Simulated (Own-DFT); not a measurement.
# Point defects and the pressure they add: zincblende GaAs

Calculated, not measured: single-point runs of Own-DFT, a retired in-house plane-wave DFT program that no person has reviewed, on unrelaxed cells, without spin or spin-orbit coupling.

Common settings: PBE; PseudoDojo norm-conserving scalar-relativistic files; cutoff 42 hartree; 3 x 3 x 3 k mesh centred on Gamma; Fermi-Dirac smearing of 0.1 eV.

Keep in mind (not all hold for every row): not probed for a lower state with spin; forces not confirmed at this smearing and k mesh; stress not checked against mesh or cutoff.

All runs share one cell, with vectors in Å (11.737, 0.000, 0.000); (0.000, 11.737, 0.000); (0.000, 0.000, 10.919) and a volume of 1504.3 Å³, strained against the parent crystal. The atoms are randomly displaced, by u rms on each axis. The defect's site can differ from row to row.

```
                             cell     formula   u (Å)  P (GPa)
                        no defect    As32Ga32  0.0279     0.75
                        no defect    As32Ga32  0.0476     1.06
                        no defect    As32Ga32  0.0505     1.05
              one In on a Ga site  As32Ga31In  0.0280     1.33
              one In on a Ga site  As32Ga31In  0.0334     1.38
              one In on a Ga site  As32Ga31In  0.0495     1.57
              one Al on a Ga site  AlAs32Ga31  0.0285     0.72
              one Al on a Ga site  AlAs32Ga31  0.0517     0.98
              one Al on a Ga site  AlAs32Ga31  0.0543     1.18
              one P on an As site   As31Ga32P  0.0297     0.51
              one P on an As site   As31Ga32P  0.0299     0.50
              one P on an As site   As31Ga32P  0.0475     0.77
one As vacancy and one Ga vacancy    As31Ga31  0.0318        ?
one As vacancy and one Ga vacancy    As31Ga31  0.0333     0.53
one As vacancy and one Ga vacancy    As31Ga31  0.0470     0.66
one As vacancy and one Ga vacancy    As31Ga31  0.0492     0.71
```

## Analysis

P = P0 + c u² + a shift for each defect gives P0 = 0.64 GPa, c = 170 ± 16 GPa/Å² and a scatter of 0.05 GPa. The shifts, and each times the cell's volume:

- one In on a Ga site: 0.55 ± 0.04 GPa, 5.1 eV
- one Al on a Ga site: -0.04 ± 0.04 GPa, -0.4 eV (not resolved)
- one P on an As site: -0.27 ± 0.04 GPa, -2.5 eV
- one As vacancy and one Ga vacancy: -0.33 ± 0.04 GPa, -3.1 eV

A positive shift means that the defect pushes the cell outwards. Shift times volume (160.2 GPa Å³ is 1 eV) depends little on the cell's size, so, taken for each site, it can be compared between cells at like pressure. The atoms around the defects weren't relaxed, which would change these numbers.

## Test on the hidden row

Asked: what pressure belongs in the blank (one As vacancy and one Ga vacancy, u = 0.0318 Å)?

From the fit: 0.48 ± 0.06 GPa. The hidden result is 0.43 GPa.
